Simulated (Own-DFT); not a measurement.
# Response to strain: wurtzite AlGaN with randomly placed atoms, 72 atoms (Al9Ga27N36)

These are calculations, not measurements. The program, named Own-DFT, is a retired in-house plane-wave density functional code that no person has reviewed. Each row is one single-point run on a periodic cell that was not relaxed, without spin or spin-orbit coupling.

Settings of every run: PBE; PseudoDojo norm-conserving scalar-relativistic files (stringent for Ga); cutoff 96 hartree; 4 x 4 x 3 k mesh centred on Gamma; Gaussian smearing of 0.01 eV.

Known limits: forces on such cells passed a denser k mesh, each cell not checked; stress not checked against mesh or cutoff.

Unstrained cell vectors in Å: (9.509, 0.000, 0.000); (-4.755, 8.235, 0.000); (0.000, 0.000, 10.268). The unstrained cell has measured lattice constants (interpolated for alloys), not those of this functional. That, the random moves and any unrelaxed bonds set the pressure at no strain. Each run strains this cell uniformly, with the atoms carried along. Every atom was also moved at random, by a Gaussian of width 0.05 Å on each axis. The random placing of the alloy's atoms differs from row to row. Strain is the symmetric tensor, in per cent. Stress is positive in tension, and the pressure is minus a third of its trace.

| run | e_xx (%) | e_yy (%) | e_zz (%) | s_xx (GPa) | s_yy (GPa) | s_zz (GPa) | P (GPa) | E (meV/atom) |
|---|---|---|---|---|---|---|---|---|
| 1 | 0.00 | 0.00 | -1.00 | -7.37 | -7.47 | -12.04 | 8.96 | 17.7 |
| 2 | 0.00 | 0.00 | 1.75 | -5.46 | -7.36 | 1.09 | 3.91 | 13.5 |
| 3 | 0.00 | 0.00 | 2.25 | -6.31 | -4.18 | 2.69 | 2.60 | 0.0 |
| 4 | 0.00 | 0.00 | 1.00 | -4.79 | -5.61 | -3.44 | 4.62 | 3.7 |
| 5 | 0.00 | 0.00 | 0.75 | -7.38 | -5.95 | -2.58 | 5.30 | 10.5 |
| 6 | 0.00 | 0.00 | -2.00 | -5.91 | -9.26 | -18.67 | 11.28 | 32.4 |
| 7 | 0.00 | 0.00 | 2.00 | -7.49 | -4.98 | 1.62 | 3.62 | 23.6 |
| 8 | 0.00 | 0.00 | -1.50 | -9.19 | -6.79 | -14.11 | 10.03 | 23.0 |
| 9 | 0.00 | 0.00 | 1.50 | ? | ? | ? | ? | ? |

E is the free energy for each atom above the lowest run shown.

## Worked fit

The change of volume is close to e_xx + e_yy + e_zz. A straight line through the runs shown gives P = 7.09 - 196 x (fractional change of volume) GPa, with an error of 8 on the slope and a scatter of 0.34 GPa. The strain isn't the same on all axes and the cell isn't cubic, so the slope belongs to this path and is not the bulk modulus.

## Withheld run

Question: what pressure should run 9 give? Its volume changes by 1.50 %.

The line gives 4.1 GPa. The calculation gave 3.90 GPa.
